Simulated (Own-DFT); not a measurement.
# Which defects push the lattice out? C40 NbSi2

Calculated, not measured: single-point runs of Own-DFT, a retired in-house plane-wave DFT program that no person has reviewed, on unrelaxed cells, without spin or spin-orbit coupling.

Method: PBE; PseudoDojo norm-conserving scalar-relativistic files; cutoff 42 hartree; 4 x 4 x 5 k mesh centred on Gamma; cold (Marzari-Vanderbilt) smearing of 0.2 eV.

Caveats: forces on such cells failed a check on a denser k mesh; stress not checked against mesh or cutoff.

All runs share one cell, with vectors in Å (0.000, 8.324, 0.000); (-9.613, 0.000, 0.000); (0.000, 0.000, 6.586) and a volume of 527.0 Å³. Atoms were moved at random from their sites; u is the rms move along one axis. The defect's site can differ from row to row.

| cell | formula | u (Å) | P (GPa) |
|---|---|---|---|
| no defect | Nb12Si24 | 0.0205 | 1.52 |
| no defect | Nb12Si24 | 0.0477 | 2.54 |
| no defect | Nb12Si24 | 0.0510 | 2.81 |
| one Si vacancy | Nb12Si23 | 0.0286 | 0.95 |
| one Si vacancy | Nb12Si23 | 0.0479 | 1.73 |
| one Si vacancy | Nb12Si23 | 0.0503 | 2.01 |
| two Nb vacancies | Nb10Si24 | 0.0297 | ? |
| two Nb vacancies | Nb10Si24 | 0.0306 | 0.22 |
| two Nb vacancies | Nb10Si24 | 0.0502 | 0.18 |
| two Nb vacancies | Nb10Si24 | 0.0524 | 0.72 |
| two Si on a Nb site each | Nb10Si26 | 0.0317 | 1.74 |
| two Si on a Nb site each | Nb10Si26 | 0.0463 | 2.17 |
| two Si on a Nb site each | Nb10Si26 | 0.0503 | 2.46 |
| two Nb on a Si site each | Nb14Si22 | 0.0292 | 7.38 |
| two Nb on a Si site each | Nb14Si22 | 0.0458 | 7.98 |
| two Nb on a Si site each | Nb14Si22 | 0.0514 | 8.44 |

## Working it out

P = P0 + c u² + a shift for each defect gives P0 = 1.45 GPa, c = 476 ± 70 GPa/Å² and a scatter of 0.21 GPa. The shifts, and each times the cell's volume:

- two Nb on a Si site each: 5.60 ± 0.18 GPa, 18.4 eV (9.2 eV for each of its 2 sites)
- two Si on a Nb site each: -0.23 ± 0.18 GPa, -0.8 eV (-0.4 eV for each of its 2 sites) (not resolved)
- one Si vacancy: -0.78 ± 0.18 GPa, -2.6 eV
- two Nb vacancies: -2.06 ± 0.18 GPa, -6.8 eV (-3.4 eV for each of its 2 sites)

A positive shift means that the defect pushes the cell outwards. Shift times volume (160.2 GPa Å³ is 1 eV) depends little on the cell's size, so, taken for each site, it can be compared between cells at like pressure. The atoms around the defects weren't relaxed, which would change these numbers.

## Check

The question: what pressure belongs in the blank (two Nb vacancies, u = 0.0297 Å)?

The fitted form gives -0.19 ± 0.26 GPa. Computed: -0.26 GPa.
